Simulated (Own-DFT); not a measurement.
# Energy and forces against displacement in 3C SiC, 64 atoms (C32Si32)

These are calculations, not measurements. The program, named Own-DFT, is a retired in-house plane-wave density functional code that no person has reviewed. Each row is one single-point run on a periodic cell that was not relaxed, without spin or spin-orbit coupling.

Settings of every run: PBE; PseudoDojo norm-conserving scalar-relativistic files; cutoff 42 hartree; 4 x 4 x 4 k mesh centred on Gamma; Fermi-Dirac smearing of 0.1 eV.

Known limits, some of them of some rows only: some atoms lie very close together; forces on such cells passed a denser k mesh, each cell not checked; stress not checked against mesh or cutoff.

Cell vectors in Å: (8.719, 0.000, 0.000); (0.000, 8.719, 0.000); (0.000, 0.000, 8.719). In each run every atom was moved at random and independently from its ideal site; u is the rms move along one axis. E is the free energy for each atom above the fitted value at u = 0, and F the rms of the force components.

| run | u (Å) | E (meV/atom) | F (eV/Å) | largest force (eV/Å) | P (GPa) |
|---|---|---|---|---|---|
| 1 | 0.0298 | 36.7 | 0.902 | 3.31 | 3.90 |
| 2 | 0.0308 | 35.9 | 0.903 | 3.06 | 3.82 |
| 3 | 0.0593 | 126.9 | 1.692 | 5.24 | 6.08 |
| 4 | 0.0608 | 136.2 | 1.734 | 7.41 | 6.11 |
| 5 | 0.0903 | ? | ? | ? | ? |
| 6 | 0.1019 | 436.4 | 4.429 | 33.51 | 13.52 |
| 7 | 0.1416 | 812.4 | 5.857 | 27.96 | 23.50 |

## Worked fit

For small independent moves the energy grows as E = (3/2) K u², with K the mean stiffness felt by one atom. The runs with u up to 0.11 Å give K = 25.9 ± 1.5 eV/Å², with residuals divided by u² + 0.0006 Å², since the noise grows with the moves. The scatter is 8.1 meV/atom at u = 0.05 Å. The forces follow F = G u with G = 32.5 eV/Å²; no force at u = 0 is resolved. G exceeds K because the moves of its neighbours add to the force on an atom, and stiffness differs between atoms. At u = 0.142 Å the parabola gives 778 meV/atom and the run 812. The pressure follows P = 2.70 + 1024 u² GPa: at fixed volume, shortened bonds push harder than stretched ones pull.

## Withheld run

Question: what energy and rms force should run 5 give?

The fit gives 316 ± 29 meV/atom and about 2.93 eV/Å. The calculation gave 313.5 meV/atom and 3.023 eV/Å.
